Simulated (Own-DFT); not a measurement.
# Shaking the atoms of beta-Si3N4, 42 atoms (N24Si18)

All numbers below are calculated, not measured. The program, named Own-DFT, is a retired in-house plane-wave density functional code that no person has reviewed. Each row is one single-point run on a periodic cell that was not relaxed, without spin or spin-orbit coupling.

Settings of every run: PBE; PseudoDojo norm-conserving scalar-relativistic files; cutoff 42 hartree; 3 x 3 x 3 k mesh centred on Gamma; Fermi-Dirac smearing of 0.1 eV.

Known limits, some of them of some rows only: some atoms lie very close together; forces on such cells passed a denser k mesh, each cell not checked; stress not checked against mesh or cutoff.

Cell vectors in Å: (7.606, 0.000, 0.000); (-3.803, 6.587, 0.000); (0.000, 0.000, 8.727). In each run every atom was moved at random and independently from its ideal site; u is the rms move along one axis. E is the free energy for each atom above the fitted value at u = 0, and F the rms of the force components.

```
run   u (Å)  E (meV/atom)  F (eV/Å)  largest force (eV/Å)  P (GPa)
  1  0.0190          18.0     0.814                  2.51     5.50
  2  0.0202          25.1     1.029                  3.28     5.65
  3  0.0466             ?         ?                     ?        ?
  4  0.0486         112.5     2.219                 11.85     8.21
  5  0.0963         433.5     4.365                 14.49    16.74
  6  0.0969         601.4     5.685                 21.94    22.46
  7  0.0974         523.5     5.348                 23.21    18.29
  8  0.1413        1044.4     7.687                 36.20    32.04
```

## Worked fit

For small independent moves the energy grows as E = (3/2) K u², with K the mean stiffness felt by one atom. The runs with u up to 0.11 Å give K = 36.0 ± 2.6 eV/Å², with residuals divided by u² + 0.0006 Å², since the noise grows with the moves. The scatter is 20.4 meV/atom at u = 0.05 Å. The forces follow F = G u with G = 50.1 eV/Å²; no force at u = 0 is resolved. G exceeds K because the moves of its neighbours add to the force on an atom, and stiffness differs between atoms. At u = 0.141 Å the parabola gives 1080 meV/atom and the run 1044. The pressure follows P = 4.88 + 1522 u² GPa: at fixed volume, shortened bonds push harder than stretched ones pull.

## Withheld run

Question: what energy and rms force should run 3 give?

The fit gives 117 ± 20 meV/atom and about 2.34 eV/Å. The calculation gave 113.3 meV/atom and 2.078 eV/Å.
